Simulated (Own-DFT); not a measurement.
Simulation results for Si24O47 (quartz with one neutral oxygen vacancy, atoms displaced)

All values are calculated (Own-DFT development build). A calculation, not a measurement: plane-wave PBE and HSE06 DFT by an unreviewed code, no spin, of a simulated cell at Gamma alone, so results move with cell size and shape, stress positive in tension, energies less offsets, not probed for a lower state with spin; oxygen file: force components 24 meV/angstrom off all-electron in a glass; k mesh not checked against a denser one; forces and stress are PBE's, HSE06 gives the energy alone, and its difference from PBE has offsets of its own; offsets are fitted by least squares, one for each functional and potential file, so energies compare only between cells with the same atoms and settings and are not formation energies; the far tail of each file's local potential was reset to the Coulomb form; each entry is a single point on an unrelaxed cell, so the pressure reflects the starting lattice, mostly measured values (interpolated for alloys), from which strain is counted, and rises with the displacements; printed positions are rounded, which can move forces by about a meV/angstrom; the program, named Own-DFT, is a retired in-house code; no spin-orbit coupling.

Common to all runs: first functional PBE; second functional HSE06; exact exchange share 0.25; screening 0.11 1/bohr; exchange divergence Gygi-Baldereschi; potential files PseudoDojo norm-conserving, scalar-relativistic, made for PBE, standard set; wave cutoff 48 hartree; occupations fixed; k mesh 1 x 1 x 1 centred on Gamma.

(1) Si24O47 (quartz with one neutral oxygen vacancy, atoms displaced)

```
cell vectors (Å)
   9.8268     0.0000     0.0000
  -4.9134     8.5103     0.0000
   0.0000     0.0000    10.8104
atoms (fractions of the cell vectors)
Si  0.23987  0.00465  0.99987
Si  0.99933  0.23527  0.33276
Si  0.26554  0.26201  0.16562
O   0.20702  0.13155  0.06034
O   0.42135  0.29025  0.22467
O   0.37077  0.06759  0.39260
O   0.07142  0.36698  0.43962
O   0.13383  0.21074  0.27275
O   0.28747  0.42533  0.10670
Si  0.23195  0.99744  0.50319
Si  0.00183  0.23609  0.83511
Si  0.26468  0.26900  0.66922
O   0.21033  0.13275  0.56070
O   0.42296  0.28702  0.72458
O   0.37093  0.07196  0.89495
O   0.07399  0.36733  0.94022
O   0.13225  0.20273  0.77767
O   0.29204  0.42330  0.59978
Si  0.23624  0.50147  0.99439
Si  0.00115  0.73701  0.33513
Si  0.26002  0.76426  0.16855
O   0.20923  0.63461  0.05830
O   0.42880  0.79386  0.22771
O   0.36529  0.57570  0.39429
O   0.07295  0.86418  0.43958
O   0.13208  0.70631  0.27272
O   0.29249  0.92436  0.10731
Si  0.23428  0.50297  0.50463
Si  0.00215  0.74114  0.83303
Si  0.26456  0.75964  0.66383
O   0.20886  0.63185  0.55892
O   0.42122  0.78758  0.72151
O   0.36279  0.56593  0.89236
O   0.07633  0.86717  0.93534
O   0.13258  0.70398  0.77436
O   0.29723  0.93400  0.61212
Si  0.73039  0.99929  0.99872
Si  0.49897  0.23328  0.33275
Si  0.76694  0.26685  0.16242
O   0.70560  0.13799  0.06042
O   0.92372  0.29334  0.22633
O   0.86689  0.07284  0.39186
O   0.58317  0.37104  0.43992
O   0.63191  0.20475  0.27894
O   0.78547  0.41779  0.10597
Si  0.73370  0.99808  0.50211
Si  0.49752  0.23401  0.83136
Si  0.76129  0.26699  0.67199
O   0.71306  0.13649  0.55856
O   0.92470  0.28890  0.72572
O   0.86317  0.07630  0.89443
O   0.57290  0.36516  0.93921
O   0.79387  0.42047  0.60109
Si  0.73337  0.50147  0.00163
Si  0.49600  0.73218  0.33524
Si  0.76404  0.76252  0.16564
O   0.70508  0.63136  0.05948
O   0.92789  0.79291  0.23018
O   0.86987  0.57104  0.39168
O   0.57281  0.86053  0.43615
O   0.63038  0.69788  0.27532
O   0.79494  0.92937  0.10765
Si  0.74482  0.50296  0.50117
Si  0.50344  0.73860  0.83039
Si  0.77523  0.77097  0.66832
O   0.71054  0.63606  0.55811
O   0.92941  0.79240  0.72631
O   0.85957  0.56737  0.89092
O   0.57496  0.86459  0.94309
O   0.63035  0.70970  0.77210
O   0.79467  0.93146  0.60560
```

| Property | Result |
| --- | --- |
| PBE energy of cell above offsets | -23.670 eV |
| HSE06 less PBE above offsets | -0.755 eV |
| PBE pressure | 7.83 GPa |
| PBE stress xx | -7.99 GPa |
| PBE stress yy | -7.79 GPa |
| PBE stress zz | -7.7 GPa |
| PBE stress yz | -1.09 GPa |
| PBE stress xz | -1.9 GPa |
| PBE stress xy | 1.3 GPa |

Force:
| element | x (eV/Å) | y (eV/Å) | z (eV/Å) |
| --- | --- | --- | --- |
| Si | 0.012 | -2.12 | 0.442 |
| Si | -0.514 | 0.206 | 0.081 |
| Si | -2.772 | 1.604 | -0.053 |
| O | -0.691 | -0.14 | -0.659 |
| O | 2.467 | 0.338 | 1.203 |
| O | -1.35 | -0.581 | 0.993 |
| O | 0.203 | 0.872 | 0.799 |
| O | 0.664 | -0.582 | -0.156 |
| O | 0.533 | -0.353 | -0.087 |
| Si | 1.813 | 0.775 | -1.593 |
| Si | -1.184 | -0.197 | -0.18 |
| Si | -0.005 | -1.94 | -1.106 |
| O | -1.374 | 1.276 | 0.803 |
| O | -0.192 | 0.836 | -0.203 |
| O | 0.406 | -0.189 | -0.63 |
| O | -0.878 | -0.415 | -0.207 |
| O | 0.73 | 0.138 | -0.528 |
| O | 0.985 | -0.113 | 1.961 |
| Si | -0.799 | -0.517 | 3.536 |
| Si | 0.211 | -1.684 | -0.687 |
| Si | 2.963 | -0.48 | -0.687 |
| O | -0.46 | 0.31 | -0.019 |
| O | -1.535 | 0.128 | -1.101 |
| O | -0.788 | -1.819 | 1.035 |
| O | -0.103 | 1.088 | 1.601 |
| O | -0.512 | -0.58 | 1.04 |
| O | -0.603 | 1.273 | -0.644 |
| Si | 0.771 | -2.703 | -4.623 |
| Si | 1.404 | -4.129 | 0.461 |
| Si | -3.115 | 2.251 | 0.812 |
| O | -2.335 | 1.659 | 0.553 |
| O | 2.566 | 0.507 | 1.439 |
| O | 2.373 | 2.816 | -3.091 |
| O | 0.129 | 2.207 | 2.155 |
| O | 0.206 | -0.05 | -0.548 |
| O | 0.668 | -1.925 | 0.597 |
| Si | 1.16 | 1.737 | 2.355 |
| Si | -0.106 | 0.928 | 1.114 |
| Si | -0.754 | -1.945 | 4.348 |
| O | 0.363 | -2.587 | -2.247 |
| O | 0.873 | 0.33 | 0.054 |
| O | -0.287 | -0.794 | 0.454 |
| O | -1.173 | -1 | -0.701 |
| O | 2.039 | 0.273 | -2.131 |
| O | -1.223 | 3.534 | -1.262 |
| Si | -0.866 | 0.75 | -2.96 |
| Si | 3.485 | 0.567 | -0.907 |
| Si | -1.442 | -2.359 | 0.959 |
| O | -1.013 | 0.35 | 0.833 |
| O | 0.469 | 0.387 | 0.397 |
| O | 0.426 | -0.265 | -0.504 |
| O | -0.581 | -0.023 | 0.219 |
| O | 0.84 | 1.344 | 0.996 |
| Si | 1.015 | -1.749 | -0.915 |
| Si | 1.538 | -0.499 | -2.435 |
| Si | -0.662 | 0.919 | 1.825 |
| O | -0.82 | 0.834 | 0.155 |
| O | -1.296 | 0.414 | -1.561 |
| O | 0.691 | 0.45 | -0.338 |
| O | 0.481 | 2.633 | 2.784 |
| O | 0.105 | 0.321 | -0.559 |
| O | -0.016 | -0.356 | -0.169 |
| Si | -1.99 | -0.147 | -1.248 |
| Si | -2.647 | -1.435 | 1.53 |
| Si | -3.332 | -1.102 | -1.898 |
| O | 0.223 | 0.807 | 1.018 |
| O | 0.25 | 1.141 | -0.627 |
| O | 0.899 | 1.943 | -0.842 |
| O | -1.696 | -1.588 | -1.267 |
| O | 3.22 | -0.004 | -1.481 |
| O | 1.932 | -1.578 | 2.307 |

(2) Si24O47 (quartz with one neutral oxygen vacancy, atoms displaced)

```
cell vectors (Å)
   9.8268     0.0000     0.0000
  -4.9134     8.5103     0.0000
   0.0000     0.0000    10.8104
atoms (fractions of the cell vectors)
Si  0.23452  0.00152  0.00023
Si  0.00386  0.23608  0.33292
Si  0.27073  0.27126  0.17133
O   0.20849  0.13310  0.05659
O   0.41943  0.28892  0.22893
O   0.37221  0.07841  0.38929
O   0.06986  0.36644  0.44409
O   0.13306  0.20969  0.28028
O   0.29333  0.42536  0.10732
Si  0.22907  0.99794  0.50315
Si  0.00205  0.23166  0.82987
Si  0.26479  0.26654  0.66181
O   0.21324  0.12929  0.56351
O   0.43232  0.29928  0.72319
O   0.36672  0.07775  0.89632
O   0.07356  0.36649  0.94091
O   0.13147  0.20656  0.77477
O   0.29145  0.43121  0.60494
Si  0.23728  0.50238  0.00284
Si  0.99632  0.73034  0.33195
Si  0.26555  0.76747  0.16788
O   0.20711  0.63509  0.06149
O   0.42888  0.79333  0.22353
O   0.37001  0.56796  0.39379
O   0.06732  0.86348  0.44199
O   0.13376  0.70824  0.27598
O   0.29886  0.92251  0.10964
Si  0.23445  0.49709  0.50019
Si  0.00263  0.73875  0.83322
Si  0.26569  0.76913  0.66617
O   0.21230  0.63315  0.56138
O   0.42248  0.78614  0.72605
O   0.36481  0.56266  0.89408
O   0.06814  0.86536  0.93779
O   0.28673  0.92471  0.60854
Si  0.73427  0.00025  0.00234
Si  0.49682  0.23578  0.33132
Si  0.76931  0.26872  0.16983
O   0.70984  0.13314  0.06070
O   0.92623  0.29145  0.22525
O   0.86067  0.07491  0.39752
O   0.57429  0.36953  0.44084
O   0.64082  0.20951  0.27070
O   0.79433  0.42006  0.11485
Si  0.73833  0.00700  0.50240
Si  0.50029  0.23841  0.83467
Si  0.76387  0.26346  0.66771
O   0.70526  0.13631  0.56061
O   0.93353  0.29339  0.72311
O   0.87164  0.07845  0.88921
O   0.57130  0.36841  0.93869
O   0.63437  0.20187  0.77164
O   0.79200  0.42861  0.61026
Si  0.73836  0.49897  0.99825
Si  0.50229  0.74281  0.33486
Si  0.76234  0.75854  0.16410
O   0.69995  0.63073  0.06077
O   0.92779  0.79292  0.22884
O   0.86605  0.57058  0.39295
O   0.57436  0.86044  0.43899
O   0.63023  0.70503  0.27400
O   0.79488  0.92697  0.10673
Si  0.73342  0.49692  0.49948
Si  0.50623  0.73672  0.83423
Si  0.76815  0.76629  0.66470
O   0.70561  0.63335  0.55880
O   0.92831  0.79559  0.72626
O   0.86432  0.57205  0.89111
O   0.57056  0.86217  0.94369
O   0.63166  0.70649  0.77401
O   0.79213  0.92810  0.60354
```

| Property | Result |
| --- | --- |
| PBE energy of cell above offsets | -22.590 eV |
| HSE06 less PBE above offsets | -0.662 eV |
| PBE pressure | 7.85 GPa |
| PBE stress xx | -7.39 GPa |
| PBE stress yy | -8.65 GPa |
| PBE stress zz | -7.49 GPa |
| PBE stress yz | -0.14 GPa |
| PBE stress xz | -1.1 GPa |
| PBE stress xy | 2 GPa |

Force:
| element | x (eV/Å) | y (eV/Å) | z (eV/Å) |
| --- | --- | --- | --- |
| Si | 0.982 | -2.154 | 0.712 |
| Si | -4.041 | 0.13 | 1.804 |
| Si | -3.761 | -2.621 | -2.319 |
| O | -1.285 | 2.186 | 2.395 |
| O | 2.62 | 1.246 | 0.23 |
| O | -2.001 | -3.249 | 2.506 |
| O | -0.417 | -0.724 | -0.631 |
| O | 3.743 | -0.468 | -1.956 |
| O | 0.214 | 0.579 | 0.663 |
| Si | 2.664 | -1.814 | -3.638 |
| Si | -1.881 | 3.111 | 1.861 |
| Si | 0.143 | 1.027 | 2.522 |
| O | -2.499 | 2.299 | 0.554 |
| O | -0.644 | -0.229 | -0.139 |
| O | 0.62 | -0.252 | -0.798 |
| O | -0.008 | -0.074 | -0.1 |
| O | 4.317 | -0.245 | -2.593 |
| O | 2.317 | -2.341 | 2.548 |
| Si | -0.969 | -1.004 | -1.185 |
| Si | 0.49 | 0.695 | 1.375 |
| Si | 1.115 | -2.638 | 1.368 |
| O | -0.246 | -0.291 | -0.249 |
| O | -0.148 | 0.242 | 0.131 |
| O | -0.283 | 0.771 | -0.503 |
| O | 0.119 | 0.303 | -0.004 |
| O | 0.808 | -0.297 | -0.205 |
| O | -2.567 | 4.074 | -2.864 |
| Si | -0.828 | 1.939 | -2.282 |
| Si | 2.895 | -1.664 | -2.845 |
| Si | -1.565 | -2.734 | 2.196 |
| O | -1.05 | 0.764 | 0.014 |
| O | 0.769 | 0.573 | 0.701 |
| O | 1.041 | 2.154 | -1.075 |
| O | 0.574 | 2.119 | 2.445 |
| O | 0.379 | 1.531 | -0.503 |
| Si | 1.312 | 0.196 | -1.658 |
| Si | 3.738 | 1.227 | 0.588 |
| Si | 1.57 | -3.99 | -1.022 |
| O | -0.899 | 1.01 | 0.449 |
| O | 2.427 | 0.305 | 1.059 |
| O | 2.231 | 1.831 | -2.684 |
| O | -1.152 | -1.642 | -1.292 |
| O | -3.768 | -0.846 | 2.941 |
| O | -2.969 | 5.711 | -4.122 |
| Si | -2.153 | -2.257 | -0.216 |
| Si | 0.831 | -0.988 | -1.941 |
| Si | 1.656 | 1.781 | 0.122 |
| O | -0.527 | -0.556 | -0.71 |
| O | -1.638 | 0.267 | -1.14 |
| O | -1.935 | -3.452 | 2.202 |
| O | 0.555 | 1.061 | 1.297 |
| O | -2.137 | -0.225 | 2.027 |
| O | 0.321 | -0.211 | 0.208 |
| Si | -0.639 | -0.65 | 2.261 |
| Si | 0.096 | -4.336 | -2.042 |
| Si | -0.769 | 2.272 | 2.445 |
| O | 1.151 | -2.238 | -1.878 |
| O | -1.383 | 0.221 | -1.644 |
| O | -0.001 | -0.731 | 0.037 |
| O | 0.301 | 3.955 | 3.634 |
| O | 1.039 | 0.074 | -0.762 |
| O | 0.691 | -0.628 | 0.426 |
| Si | 0.478 | 1.415 | 0.903 |
| Si | -3.148 | -2.082 | 0.772 |
| Si | -1.262 | -0.149 | 0.072 |
| O | 0.052 | -0.054 | -0.117 |
| O | -0.304 | 0.384 | -0.367 |
| O | 0.713 | 0.292 | -0.509 |
| O | 0.063 | 0.785 | 0.409 |
| O | 2.786 | 0.005 | -1.484 |
| O | 1.054 | -0.697 | 1.603 |

(3) Si24O47 (quartz with one neutral oxygen vacancy, atoms displaced)

```
cell vectors (Å)
   9.8268     0.0000     0.0000
  -4.9134     8.5103     0.0000
   0.0000     0.0000    10.8104
atoms (fractions of the cell vectors)
Si  0.24008  0.00032  0.00142
Si  0.99736  0.23743  0.33431
Si  0.26720  0.26517  0.16756
O   0.20795  0.12904  0.05804
O   0.42518  0.29800  0.22316
O   0.36554  0.07534  0.39789
O   0.07642  0.36332  0.44303
O   0.13227  0.20930  0.27323
O   0.29003  0.42348  0.11544
Si  0.23556  0.99980  0.49861
Si  0.00610  0.23380  0.83442
Si  0.26836  0.26839  0.66757
O   0.21128  0.12924  0.55887
O   0.42105  0.28847  0.72663
O   0.36976  0.07357  0.89382
O   0.07434  0.36565  0.94133
O   0.13877  0.20780  0.77479
O   0.29793  0.42865  0.60594
Si  0.23957  0.50249  0.00173
Si  0.99481  0.73520  0.33000
Si  0.26513  0.77115  0.16448
O   0.20840  0.63152  0.05540
O   0.42775  0.79491  0.22975
O   0.37161  0.57012  0.39474
O   0.07160  0.86888  0.44468
O   0.13432  0.70986  0.27237
O   0.29156  0.92869  0.10823
Si  0.23549  0.49675  0.49990
Si  0.99581  0.73168  0.83334
Si  0.26785  0.76862  0.66458
O   0.20582  0.63178  0.56068
O   0.42639  0.78837  0.72350
O   0.36379  0.57226  0.89027
O   0.07062  0.87013  0.93937
O   0.12790  0.70809  0.77141
O   0.28366  0.92037  0.60581
Si  0.72934  0.99951  0.00143
Si  0.50027  0.23034  0.33124
Si  0.77064  0.26718  0.16354
O   0.70858  0.13627  0.05846
O   0.92639  0.29077  0.22862
O   0.86477  0.08011  0.39360
O   0.63561  0.20647  0.27693
O   0.79665  0.43007  0.10839
Si  0.73151  0.99937  0.50119
Si  0.50589  0.23660  0.82768
Si  0.77072  0.26732  0.66627
O   0.70641  0.13794  0.56328
O   0.92479  0.29129  0.72480
O   0.86562  0.07137  0.89221
O   0.57300  0.36569  0.94410
O   0.63473  0.20604  0.77416
O   0.79289  0.42724  0.60536
Si  0.73577  0.50199  0.99916
Si  0.50237  0.73370  0.33561
Si  0.76484  0.76760  0.17269
O   0.70697  0.63324  0.06740
O   0.92518  0.79420  0.22618
O   0.87048  0.57488  0.38773
O   0.57230  0.86449  0.43845
O   0.63532  0.70866  0.27583
O   0.78824  0.92845  0.10191
Si  0.73140  0.50078  0.49734
Si  0.49775  0.73912  0.82864
Si  0.76497  0.76265  0.66749
O   0.70474  0.62597  0.55966
O   0.92023  0.78867  0.72879
O   0.86446  0.57229  0.89740
O   0.57706  0.86494  0.94052
O   0.63172  0.70525  0.77518
O   0.78914  0.92215  0.60532
```

| Property | Result |
| --- | --- |
| PBE energy of cell above offsets | -23.474 eV |
| HSE06 less PBE above offsets | -0.800 eV |
| PBE pressure | 8.34 GPa |
| PBE stress xx | -10.8 GPa |
| PBE stress yy | -7.08 GPa |
| PBE stress zz | -7.15 GPa |
| PBE stress yz | 1.43 GPa |
| PBE stress xz | -0.96 GPa |
| PBE stress xy | 1.28 GPa |

Force:
| element | x (eV/Å) | y (eV/Å) | z (eV/Å) |
| --- | --- | --- | --- |
| Si | -1.87 | -0.209 | -2.765 |
| Si | 2.352 | -0.267 | 0.138 |
| Si | -2.302 | -2.465 | -0.848 |
| O | -1.135 | 1.937 | 1.387 |
| O | 3.918 | -0.344 | 2.241 |
| O | 1.645 | 0.401 | -2.024 |
| O | -0.877 | -0.031 | 0.134 |
| O | 0.084 | -0.552 | 0.247 |
| O | -1.145 | 2.557 | -2.122 |
| Si | -0.765 | -1.415 | 0.693 |
| Si | -2.217 | -0.175 | 0.096 |
| Si | -1.047 | -1.803 | -2.039 |
| O | -1.969 | 3.06 | 2.018 |
| O | 2.413 | 0.853 | 0.572 |
| O | 0.769 | 0.339 | -0.735 |
| O | 0.186 | 0.278 | 0.291 |
| O | 0.089 | -0.38 | -0.074 |
| O | 0.38 | -0.017 | 0.607 |
| Si | 0.81 | -2.274 | -0.146 |
| Si | 2.431 | 1.723 | 1.776 |
| Si | 2.003 | -2.924 | 0.879 |
| O | -1.536 | 2.801 | 1.889 |
| O | -0.712 | -0.018 | -0.717 |
| O | -0.188 | -0.319 | 0.061 |
| O | -0.846 | -1.786 | -1.892 |
| O | -0.391 | 0.019 | 0.035 |
| O | 1.029 | 0.52 | 0.744 |
| Si | -0.046 | 1.615 | 0.02 |
| Si | 0.028 | 1.34 | 1.276 |
| Si | -1.276 | -2.385 | 0.833 |
| O | 0.295 | -0.337 | -0.37 |
| O | -1.573 | 1.464 | -1.894 |
| O | 0.622 | 0.563 | -0.459 |
| O | 0.604 | -0.294 | 0.013 |
| O | 2.093 | -0.155 | -0.829 |
| O | 0.773 | 1.348 | 0.167 |
| Si | 1.562 | 1.323 | -2.067 |
| Si | -0.957 | 3.518 | 1.327 |
| Si | -1.567 | 0.27 | 1.314 |
| O | -0.952 | 0.31 | -0.158 |
| O | -0.814 | 1.081 | -1.421 |
| O | -0.608 | -1.758 | 0.87 |
| O | 1.746 | -0.397 | -1.635 |
| O | 0.167 | 0.07 | -0.033 |
| Si | -0.008 | 1.059 | -0.158 |
| Si | -2.104 | -0.094 | 3.023 |
| Si | -2.132 | 0.863 | 0.365 |
| O | 0.368 | -2.504 | -1.959 |
| O | 3.138 | 0.306 | 1.651 |
| O | -0.117 | 0.152 | 0.017 |
| O | -0.408 | -0.837 | -1.272 |
| O | 1.779 | -0.109 | -0.902 |
| O | 0.096 | 0.32 | 0.173 |
| Si | -1.319 | -0.481 | 2.556 |
| Si | -1.612 | -0.648 | -1.014 |
| Si | -0.699 | 0.874 | -3.164 |
| O | -0.025 | -0.362 | -0.617 |
| O | 0.302 | 1.267 | -0.495 |
| O | -1.142 | -1.796 | 1.448 |
| O | -0.171 | 1.264 | 1.457 |
| O | 0.102 | -0.517 | 0.848 |
| O | 2.03 | -1.844 | 3.041 |
| Si | 1.55 | -4.35 | -3.211 |
| Si | 2.369 | -1.816 | 3.031 |
| Si | -1.671 | -0.692 | -0.457 |
| O | -2.117 | 2.807 | 1.508 |
| O | 0.9 | 0.497 | -0.086 |
| O | 1.275 | 0.575 | -1.751 |
| O | -1.951 | -1.216 | -1.02 |
| O | 0.225 | -0.087 | -0.468 |
| O | 0.137 | 0.286 | 0.056 |
